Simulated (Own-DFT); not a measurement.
# One host, several defects: grey tin

No measurement is shown. These are fixed-geometry runs of a retired plane-wave code named Own-DFT, which no person has reviewed; spin and spin-orbit coupling are neglected.

All runs used: PBE; PseudoDojo norm-conserving scalar-relativistic files; cutoff 42 hartree; 3 x 3 x 3 k mesh centred on Gamma; cold (Marzari-Vanderbilt) smearing of 0.2 eV.

Caveats (not all hold for every row): not probed for a lower state with spin; forces on such cells moved up to 12 meV/angstrom on a denser k mesh; stress not checked against mesh or cutoff.

All runs share one cell, with vectors in Å (12.978, 0.000, 0.000); (0.000, 12.978, 0.000); (0.000, 0.000, 12.978) and a volume of 2185.9 Å³. The atoms are randomly displaced, by u rms on each axis. The defect's site can differ from row to row.

```
            cell  formula   u (Å)  P (GPa)
       no defect     Sn64  0.0203     3.38
       no defect     Sn64  0.0466     3.61
       no defect     Sn64  0.0501     3.67
two Sn vacancies     Sn62  0.0302     3.11
two Sn vacancies     Sn62  0.0306     3.10
two Sn vacancies     Sn62  0.0475     3.35
two Sn vacancies     Sn62  0.0490        ?
  one Sn vacancy     Sn63  0.0286     3.18
  one Sn vacancy     Sn63  0.0313     3.25
  one Sn vacancy     Sn63  0.0506     3.35
```

## Analysis

P = P0 + c u² + a shift for each defect gives P0 = 3.34 GPa, c = 127 ± 19 GPa/Å² and a scatter of 0.04 GPa. The shifts, and each times the cell's volume:

- one Sn vacancy: -0.26 ± 0.04 GPa, -3.5 eV
- two Sn vacancies: -0.32 ± 0.04 GPa, -4.4 eV (-2.2 eV for each of its 2 sites)

A positive shift means that the defect pushes the cell outwards. Shift times volume (160.2 GPa Å³ is 1 eV) depends little on the cell's size, so, taken for each site, it can be compared between cells at like pressure. The atoms around the defects weren't relaxed, which would change these numbers.

## Test on the hidden row

The question: what pressure belongs in the blank (two Sn vacancies, u = 0.0490 Å)?

From the fit: 3.32 ± 0.05 GPa. The calculation gave 3.33 GPa.
